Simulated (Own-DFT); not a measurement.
# Biaxial strain at fixed height in wurtzite AlGaN with randomly placed atoms, 72 atoms (Al9Ga27N36)

The numbers are computed, not measured, by runs of the plane-wave DFT program Own-DFT (in-house, retired, unreviewed) at fixed positions, with no spin and no spin-orbit coupling.

All runs used: PBEsol; PseudoDojo norm-conserving scalar-relativistic files, made for PBE; cutoff 42 hartree; 4 x 4 x 3 k mesh centred on Gamma; Fermi-Dirac smearing of 0.1 eV.

Keep in mind: forces on such cells passed a denser k mesh, each cell not checked; stress not checked against mesh or cutoff.

Unstrained cell vectors in Å: (9.509, 0.000, 0.000); (-4.755, 8.235, 0.000); (0.000, 0.000, 10.268). The unstrained cell has measured lattice constants (interpolated for alloys), not those of this functional. That, the random moves and any unrelaxed bonds set the pressure at no strain. Each run strains x and y alike by e, as a substrate would, and holds the height along z. Each coordinate of each atom was shifted by a normal deviate of width 0.05 Å. The random placing of the alloy's atoms differs from row to row. Stress is positive in tension.

| e (%) | u (Å) | (s_xx + s_yy)/2 (GPa) | s_zz (GPa) |
|---|---|---|---|
| -2.75 | 0.051 | -18.86 | -8.18 |
| -2.50 | 0.050 | -17.81 | -6.41 |
| -2.25 | 0.055 | -16.61 | -7.06 |
| -1.50 | 0.048 | -10.22 | -6.25 |
| -1.00 | 0.050 | ? | ? |
| -0.50 | 0.049 | -4.44 | -3.41 |
| -0.25 | 0.051 | -2.39 | -6.05 |
| 0.25 | 0.051 | -0.78 | -3.14 |
| 2.25 | 0.050 | 8.01 | 0.83 |
| 3.00 | 0.050 | 11.33 | 0.47 |

## Fit

With e as a fraction, the in-plane stress is -1.7 + 539 e - 3880 e² GPa (errors 11 and 631, scatter 0.61), and s_zz is -3.6 + 152 e GPa (slope ± 18, scatter 1.05). At e = 0 the first slope is C11 + C12 and the second 2 C13, both with the ions held to the strained lattice and at the cell's own pressure. The term in e² is negative: the layer stiffens under compression and softens under tension. A free layer would change its height as e changes, and the in-plane slope would drop by 2 C13²/C33 to the biaxial modulus. At fixed height, a misfit of 1 % moves the in-plane stress by about 5.4 GPa and s_zz by 1.5 GPa.

## The run left out

Question: what are the two stresses at e = -1.00 %?

The fitted form gives -7.5 and -5.2 GPa. DFT gave -7.41 and -5.27 GPa.
